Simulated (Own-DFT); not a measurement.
# Response to strain: wurtzite GaN, 72 atoms (Ga36N36)

All numbers below are calculated, not measured. They come from Own-DFT, an in-house plane-wave density functional program, since retired, whose code no person has reviewed. Each row is one single-point run on a periodic cell that was not relaxed, without spin or spin-orbit coupling.

Settings of every run: PBE; PseudoDojo norm-conserving scalar-relativistic files (stringent for Ga); cutoff 96 hartree; 4 x 4 x 3 k mesh centred on Gamma; Gaussian smearing of 0.01 eV.

Known limits: forces not confirmed at this smearing and k mesh; stress not checked against mesh or cutoff.

Unstrained cell vectors in Å: (9.567, 0.000, 0.000); (-4.784, 8.285, 0.000); (0.000, 0.000, 10.370). The unstrained cell has measured lattice constants (interpolated for alloys), not those of this functional. That, the random moves and any unrelaxed bonds set the pressure at no strain. Each run strains this cell uniformly, with the atoms carried along. Every atom was also moved at random, by a Gaussian of width 0.05 Å on each axis. Strain is the symmetric tensor, in per cent. Stress is positive in tension, and the pressure is minus a third of its trace.

```
run,e_xx (%),e_yy (%),e_zz (%),s_xx (GPa),s_yy (GPa),s_zz (GPa),P (GPa),E (meV/atom)
1,0.00,0.00,2.50,-4.91,-4.43,2.20,2.38,4.0
2,0.00,0.00,-1.50,-9.37,-9.36,-12.31,10.35,29.0
3,0.00,0.00,1.25,-6.70,-5.88,-2.26,4.95,15.3
4,0.00,0.00,2.00,-5.95,-4.61,0.30,3.42,12.8
5,0.00,0.00,0.50,-7.19,-4.83,-5.63,5.88,3.9
6,0.00,0.00,1.00,-5.99,-5.92,-3.97,5.29,10.0
7,0.00,0.00,-1.75,-8.93,-8.29,-14.59,10.61,24.4
8,0.00,0.00,3.00,-5.28,-5.07,5.51,1.61,0.0
9,0.00,0.00,-1.00,?,?,?,?,?
```

E is the free energy for each atom above the lowest run shown.

## Worked fit

The change of volume is close to e_xx + e_yy + e_zz. A straight line through the runs shown gives P = 7.25 - 193 x (fractional change of volume) GPa, with an error of 4 on the slope and a scatter of 0.20 GPa. The strain isn't the same on all axes and the cell isn't cubic, so the slope belongs to this path and is not the bulk modulus.

## Withheld run

Question: what pressure should run 9 give? Its volume changes by -1.00 %.

The line gives 9.2 GPa. The calculation gave 9.15 GPa.
